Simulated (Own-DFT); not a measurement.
# How strain changes the stress of wurtzite GaN, 72 atoms (Ga36N36)

Calculated results; nothing here was measured. The program, named Own-DFT, is a retired in-house plane-wave density functional code that no person has reviewed. Each row is one single-point run on a periodic cell that was not relaxed, without spin or spin-orbit coupling.

Settings of every run: PBE; PseudoDojo norm-conserving scalar-relativistic files (stringent for Ga); cutoff 96 hartree; 4 x 4 x 3 k mesh centred on Gamma; Gaussian smearing of 0.01 eV.

Known limits: forces not confirmed at this smearing and k mesh; stress not checked against mesh or cutoff.

Unstrained cell vectors in Å: (9.567, 0.000, 0.000); (-4.783, 8.285, 0.000); (0.000, 0.000, 10.370). The unstrained cell has measured lattice constants (interpolated for alloys), not those of this functional. That, the random moves and any unrelaxed bonds set the pressure at no strain. Each run strains this cell uniformly, with the atoms carried along. Every atom was also moved at random, by a Gaussian of width 0.05 Å on each axis. Strain is the symmetric tensor, in per cent. Stress is positive in tension, and the pressure is minus a third of its trace.

| run | e_xx (%) | e_yy (%) | e_zz (%) | e_yz (%) | e_xz (%) | e_xy (%) | s_xx (GPa) | s_yy (GPa) | s_zz (GPa) | s_yz (GPa) | s_xz (GPa) | s_xy (GPa) | P (GPa) | E (meV/atom) |
|---|---|---|---|---|---|---|---|---|---|---|---|---|---|---|
| 1 | -0.51 | -0.18 | 0.61 | -1.75 | 1.10 | 0.07 | -8.04 | -8.35 | -4.99 | -2.68 | 3.06 | 1.07 | 7.13 | 5.0 |
| 2 | -0.38 | -1.61 | 1.77 | 0.51 | 0.45 | -1.51 | -11.29 | -10.43 | -1.76 | 1.49 | 0.78 | -4.80 | 7.83 | 12.5 |
| 3 | -0.14 | 1.58 | 1.85 | 0.77 | 0.32 | 1.78 | -6.19 | -0.43 | 1.39 | 1.03 | 1.23 | 7.22 | 1.74 | 4.2 |
| 4 | 0.33 | 0.51 | 0.39 | -0.06 | -1.68 | -0.67 | -5.47 | -4.69 | -4.99 | -1.32 | -3.43 | -2.20 | 5.05 | 9.4 |
| 5 | -1.38 | 0.35 | -0.06 | -1.42 | 1.28 | 0.33 | -12.68 | -7.19 | -9.07 | -2.69 | 3.23 | 1.79 | 9.65 | 15.3 |
| 6 | -1.12 | -1.69 | 0.77 | 1.71 | 0.23 | -0.69 | -12.80 | -14.87 | -7.44 | 3.62 | 0.11 | -0.90 | 11.70 | 29.7 |
| 7 | -1.26 | -0.44 | -1.95 | -1.69 | -1.01 | 1.74 | -15.55 | -12.79 | -18.27 | -4.78 | -2.47 | 6.00 | 15.54 | 45.8 |
| 8 | -0.17 | -0.35 | 1.61 | 1.39 | 1.24 | 0.12 | -5.66 | -8.48 | -1.02 | 2.70 | 2.87 | 0.13 | 5.05 | 0.8 |
| 9 | -0.43 | -1.24 | 0.39 | 1.94 | 1.13 | 1.60 | -9.78 | -15.57 | -5.83 | 4.97 | 2.05 | 4.62 | 10.39 | 26.3 |
| 10 | -0.69 | -0.88 | -0.16 | 1.67 | 0.68 | 1.67 | -11.44 | -11.99 | -8.67 | 2.55 | 2.07 | 4.47 | 10.70 | 20.0 |
| 11 | 1.17 | 1.67 | 1.13 | 1.77 | -0.20 | -0.83 | -0.63 | 0.81 | -0.90 | 3.50 | -0.78 | -2.85 | 0.24 | 5.4 |
| 12 | -1.69 | -0.49 | 1.76 | 0.15 | 1.41 | -1.81 | -12.99 | -10.03 | -1.28 | 1.08 | 3.19 | -6.20 | 8.10 | 10.1 |
| 13 | 0.26 | 0.99 | 1.61 | -1.17 | 1.92 | -1.27 | -4.65 | -1.71 | 0.10 | -2.08 | 3.17 | -5.31 | 2.08 | 0.0 |
| 14 | 0.85 | -1.26 | 0.71 | -0.89 | 0.40 | -1.40 | -5.55 | -12.49 | -3.08 | -0.96 | 0.34 | -4.58 | 7.04 | 23.7 |
| 15 | -1.42 | -0.10 | 1.62 | -1.18 | 0.63 | 1.15 | -14.32 | -7.28 | -1.16 | -2.31 | 1.64 | 3.49 | 7.58 | 19.9 |
| 16 | -1.53 | -0.28 | 1.53 | 0.84 | 0.28 | 1.30 | -13.38 | -8.18 | -2.22 | 1.84 | 1.00 | 4.37 | 7.93 | 19.4 |
| 17 | 1.15 | 1.73 | -0.86 | -0.86 | 1.71 | -1.59 | ? | ? | ? | ? | ? | ? | ? | ? |

E is the free energy for each atom above the lowest run shown.

## Worked fit

Each stress component was fitted by least squares to a constant and the strains of the runs shown, as fractions, with shears doubled. Shear strains stay in the fit of a normal stress only where such slopes are resolved. The slopes, in GPa:

| stress | at no strain | per e_xx | per e_yy | per e_zz | scatter |
|---|---|---|---|---|---|
| s_xx | -7.7 | 411 ± 36 | 95 ± 31 | 69 ± 30 | 1.14 |
| s_yy | -8.2 | 60 ± 37 | 408 ± 31 | 119 ± 30 | 1.15 |
| s_zz | -7.4 | 107 ± 24 | 49 ± 20 | 443 ± 20 | 0.75 |

Each shear stress against twice its own strain: yz 97 ± 6, xz 104 ± 8, xy 164 ± 11 GPa. These are stiffnesses along x, y and z of the frame in which the cell vectors are given, which need not be the crystal's axes. The atoms are held to the strained lattice; where symmetry lets them move under strain, relaxing them would lower some slopes. The table should be nearly symmetric about its diagonal, and what it lacks of that shows the noise. A ninth of its sum, 196 ± 5 GPa, estimates the bulk modulus near the mean pressure of these runs, 7.4 GPa, so it lies above the value at zero pressure.

## Withheld run

Question: what normal stresses and pressure should run 17 give?

The fit gives s_xx = -1.9, s_yy = -1.5, s_zz = -9.2 and P = 4.2 GPa. The calculation gave -1.98, -0.81, -8.47 and P = 3.75 GPa.
